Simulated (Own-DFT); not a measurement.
## Calculated data, Ti₁₂O₂₃ (rutile with two vacancies, strained, atoms displaced)

All values are calculated (Own-DFT development build). A calculation, not a measurement: plane-wave PBE density functional theory by an unreviewed code, no spin, of a simulated periodic cell, stress positive in tension, free energy of the whole cell less one offset for each atom, defect cell not probed for a lower state with spin; oxygen file: force components 24 meV/angstrom off all-electron in one glass; forces on such cells passed a denser k mesh, this cell's mesh not checked; offsets are fitted by least squares, one for each functional and potential file, so energies compare only between cells with the same atoms and settings and are not formation energies; the far tail of each file's local potential was reset to the Coulomb form; each entry is a single point on an unrelaxed cell, so the pressure reflects the starting lattice, mostly measured values (interpolated for alloys), from which strain is counted, and rises with the displacements; printed positions are rounded, which can move forces by about a meV/angstrom; the program, named Own-DFT, is a retired in-house code; no spin-orbit coupling; before rounding, a Quantum ESPRESSO 7.3.1 run of the same cell and cutoff gave forces within 1 meV/angstrom rms on each cell, which checks the program and not the settings.

```cif
# cell vector a (Å): 9.0902 -0.0357 -0.0388
# cell vector b (Å): -0.0357 9.1854 0.1415
# cell vector c (Å): -0.0375 0.1367 9.0520
data_Ti12O23
_symmetry_space_group_name_H-M 'P 1'
_symmetry_Int_Tables_number 1
_cell_length_a 9.0904
_cell_length_b 9.1866
_cell_length_c 9.0531
_cell_angle_alpha 88.251
_cell_angle_beta 90.485
_cell_angle_gamma 90.451
_cell_volume 755.62
loop_
_atom_site_label
_atom_site_type_symbol
_atom_site_fract_x
_atom_site_fract_y
_atom_site_fract_z
_atom_site_occupancy
Ti1 Ti 0.00904 0.00567 0.99951 1
Ti2 Ti 0.25311 0.25237 0.18500 1
O1 O 0.17085 0.15206 0.00192 1
O2 O 0.34929 0.35319 0.00267 1
O3 O 0.40043 0.10113 0.16370 1
O4 O 0.09888 0.40335 0.16878 1
Ti3 Ti 0.00048 0.99960 0.32945 1
Ti4 Ti 0.24951 0.24832 0.49658 1
O5 O 0.15308 0.14850 0.33816 1
O6 O 0.09960 0.41164 0.49988 1
Ti5 Ti 0.00247 0.00353 0.65620 1
Ti6 Ti 0.25005 0.24411 0.83639 1
O7 O 0.14916 0.15891 0.66707 1
O8 O 0.34897 0.34248 0.65439 1
O9 O 0.40853 0.09740 0.83037 1
O10 O 0.10085 0.40293 0.82507 1
Ti7 Ti 0.99201 0.49103 0.98732 1
Ti8 Ti 0.25079 0.74393 0.15398 1
O11 O 0.14965 0.65630 0.00628 1
O12 O 0.33510 0.84775 0.00778 1
O13 O 0.40134 0.61112 0.16922 1
O14 O 0.10961 0.90268 0.16572 1
Ti9 Ti 0.99820 0.49677 0.33096 1
Ti10 Ti 0.24618 0.74942 0.50278 1
O15 O 0.16132 0.64848 0.33273 1
O16 O 0.34678 0.85464 0.33288 1
O17 O 0.40403 0.59921 0.49850 1
O18 O 0.09908 0.89770 0.49733 1
Ti11 Ti 0.00162 0.49646 0.65887 1
Ti12 Ti 0.25135 0.74748 0.82427 1
O19 O 0.14816 0.64635 0.66359 1
O20 O 0.34732 0.84909 0.65748 1
O21 O 0.40577 0.59697 0.83602 1
O22 O 0.09326 0.90151 0.82274 1
Ti13 Ti 0.50077 0.00094 0.00172 1
Ti14 Ti 0.75799 0.25041 0.15604 1
O23 O 0.65863 0.15107 0.01508 1
O24 O 0.85428 0.35162 0.99520 1
O25 O 0.89374 0.10204 0.17926 1
O26 O 0.61003 0.39796 0.15729 1
Ti15 Ti 0.50065 0.00025 0.33682 1
Ti16 Ti 0.74996 0.24809 0.50795 1
O27 O 0.64673 0.15144 0.32548 1
O28 O 0.83769 0.35658 0.31379 1
O29 O 0.90951 0.10009 0.50575 1
O30 O 0.59163 0.40822 0.49860 1
Ti17 Ti 0.49071 0.99821 0.65928 1
Ti18 Ti 0.75246 0.24840 0.82798 1
O31 O 0.66198 0.15218 0.66277 1
O32 O 0.84684 0.34815 0.66453 1
O33 O 0.90999 0.09657 0.82947 1
O34 O 0.59411 0.40547 0.83149 1
Ti19 Ti 0.50357 0.49664 0.99758 1
Ti20 Ti 0.76471 0.75261 0.17045 1
O35 O 0.65247 0.65031 0.99896 1
O36 O 0.83964 0.85347 0.99991 1
O37 O 0.90640 0.59198 0.16969 1
O38 O 0.60909 0.90120 0.16920 1
Ti21 Ti 0.48651 0.49581 0.32948 1
Ti22 Ti 0.74782 0.73726 0.49541 1
O39 O 0.65490 0.64988 0.33092 1
O40 O 0.84843 0.84484 0.34191 1
O41 O 0.90094 0.60218 0.50505 1
O42 O 0.59555 0.90691 0.49648 1
Ti23 Ti 0.50342 0.50127 0.66668 1
Ti24 Ti 0.74932 0.74930 0.82818 1
O43 O 0.65473 0.65435 0.67280 1
O44 O 0.85128 0.84670 0.66692 1
O45 O 0.90300 0.60831 0.83373 1
O46 O 0.59083 0.90199 0.84000 1
_calc_functional 'PBE'
_calc_potential_files 'PseudoDojo norm-conserving, scalar-relativistic, standard set'
_calc_wave_cutoff 72  # hartree
_calc_occupations 'Fermi-Dirac'
_calc_smearing_width 0.1  # eV
_calc_k_mesh '3 x 3 x 3 centred on Gamma'
_calc_free_energy_of_cell_above_offsets '-11.188'  # eV
_calc_pressure 2.83  # GPa
_calc_stress_xx -5.47  # GPa
_calc_stress_yy -4.08  # GPa
_calc_stress_zz 1.05  # GPa
_calc_stress_yz 4.31  # GPa
_calc_stress_xz -1.82  # GPa
_calc_stress_xy -1.65  # GPa
```

Force:
```csv
element,x (eV/Å),y (eV/Å),z (eV/Å)
Ti,-0.2,-1.38,-0.681
Ti,0.662,0.161,-2.664
O,-1.838,-0.81,-0.045
O,-0.328,-0.248,-0.025
O,-0.058,0.182,0.182
O,0.718,-0.817,0.109
Ti,-0.047,-1.186,-0.292
Ti,-0.847,1.249,2.74
O,0.619,0.573,0.224
O,0.635,-1.361,0.099
Ti,-0.296,-1.853,1.355
Ti,0.679,0.792,0.309
O,0.779,-0.369,-0.658
O,0.473,-0.094,-0.025
O,-0.48,0.53,-0.6
O,-0.252,-0.083,0.729
Ti,1.785,2.171,0.689
Ti,-0.997,0.172,2.13
O,-0.421,-0.894,-1.806
O,1.935,1.514,-2.559
O,1.753,-2.68,0.413
O,-2.437,1.776,0.399
Ti,0.178,0.321,-1.257
Ti,-0.097,-0.409,-3.499
O,-0.902,-0.165,0.869
O,0.222,0.268,0.903
O,-0.08,-0.376,-0.439
O,-0.32,0.647,0.195
Ti,0.212,0.629,0.329
Ti,-0.85,-0.184,2.001
O,1.02,0.94,0.704
O,0.209,0.476,0.734
O,-1.063,0.902,-1.023
O,1.137,-0.346,1.368
Ti,0.528,-0.771,0.852
Ti,-1.388,0.596,2.358
O,-0.713,-0.446,-2.761
O,-0.775,-1.137,-1.017
O,2.407,-1.636,-0.71
O,-2.368,1.364,0.712
Ti,0.323,-0.609,-2.479
Ti,-0.481,0.255,-3.098
O,0.433,0.542,1.38
O,1.205,0.062,2.514
O,-1.119,1.05,-1.726
O,0.602,-0.905,-0.1
Ti,1.373,-0.803,2.067
Ti,-0.189,-0.728,0.69
O,-1.198,-0.575,0.621
O,-0.105,0.063,0.203
O,-0.879,1.165,0.592
O,1.059,-1.239,0.003
Ti,0.569,0.256,0.762
Ti,-0.972,-0.115,-1.183
O,0.212,0.067,0.173
O,1.332,0.498,0.147
O,-0.407,1.033,-0.843
O,-1.186,0.522,-0.147
Ti,1.448,1.282,0.217
Ti,-0.186,0.577,0.165
O,-0.244,-0.221,0.394
O,0.637,0.524,-0.37
O,0.048,-0.609,-0.398
O,-0.506,0.442,1.297
Ti,-0.621,-0.1,-0.491
Ti,0.22,0.934,1.162
O,-0.822,-0.578,-0.767
O,-0.422,0.359,-0.33
O,0.715,-1.415,0.081
O,-0.029,0.247,-0.879
```
